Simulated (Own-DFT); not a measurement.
# Strain and stress in wurtzite AlGaN with randomly placed atoms, 128 atoms (Al48Ga16N64)

All numbers below are calculated, not measured. The program, named Own-DFT, is a retired in-house plane-wave density functional code that no person has reviewed. Each row is one single-point run on a periodic cell that was not relaxed, without spin or spin-orbit coupling.

Settings of every run: PBE; PseudoDojo norm-conserving scalar-relativistic files (stringent for Ga); cutoff 96 hartree; 3 x 3 x 3 k mesh centred on Gamma; Gaussian smearing of 0.01 eV.

Known limits: k mesh not checked against a denser one; stress not checked against mesh or cutoff.

Unstrained cell vectors in Å: (12.525, 0.000, 0.000); (-6.263, 10.847, 0.000); (0.000, 0.000, 10.066). The unstrained cell has measured lattice constants (interpolated for alloys), not those of this functional. That, the random moves and any unrelaxed bonds set the pressure at no strain. Each run strains this cell uniformly, with the atoms carried along. Every atom was also moved at random, by a Gaussian of width 0.05 Å on each axis. The random placing of the alloy's atoms differs from row to row. Strain is the symmetric tensor, in per cent. Stress is positive in tension, and the pressure is minus a third of its trace.

```
run,e_xx (%),e_yy (%),e_zz (%),s_xx (GPa),s_yy (GPa),s_zz (GPa),P (GPa),E (meV/atom)
1,1.75,1.75,0.00,2.07,3.52,-6.03,0.15,18.0
2,-0.25,-0.25,0.00,-9.07,-7.80,-6.34,7.74,10.8
3,-2.00,-2.00,0.00,-18.75,-20.00,-8.67,15.81,34.2
4,-2.75,-2.75,0.00,-22.54,-25.40,-12.93,20.29,65.7
5,-0.75,-0.75,0.00,-11.67,-9.69,-7.29,9.55,6.9
6,1.25,1.25,0.00,0.26,-0.17,-4.95,1.62,8.2
7,0.25,0.25,0.00,-5.42,-6.00,-4.23,5.22,0.0
8,-1.75,-1.75,0.00,-15.71,-16.77,-10.79,14.42,24.7
9,-2.50,-2.50,0.00,?,?,?,?,?
```

E is the free energy for each atom above the lowest run shown.

## Worked fit

The change of volume is close to e_xx + e_yy + e_zz. A straight line through the runs shown gives P = 7.04 - 223 x (fractional change of volume) GPa, with an error of 10 on the slope and a scatter of 0.80 GPa. The strain isn't the same on all axes and the cell isn't cubic, so the slope belongs to this path and is not the bulk modulus.

## Withheld run

Question: what pressure should run 9 give? Its volume changes by -4.94 %.

The line gives 18.0 GPa. The calculation gave 18.91 GPa.
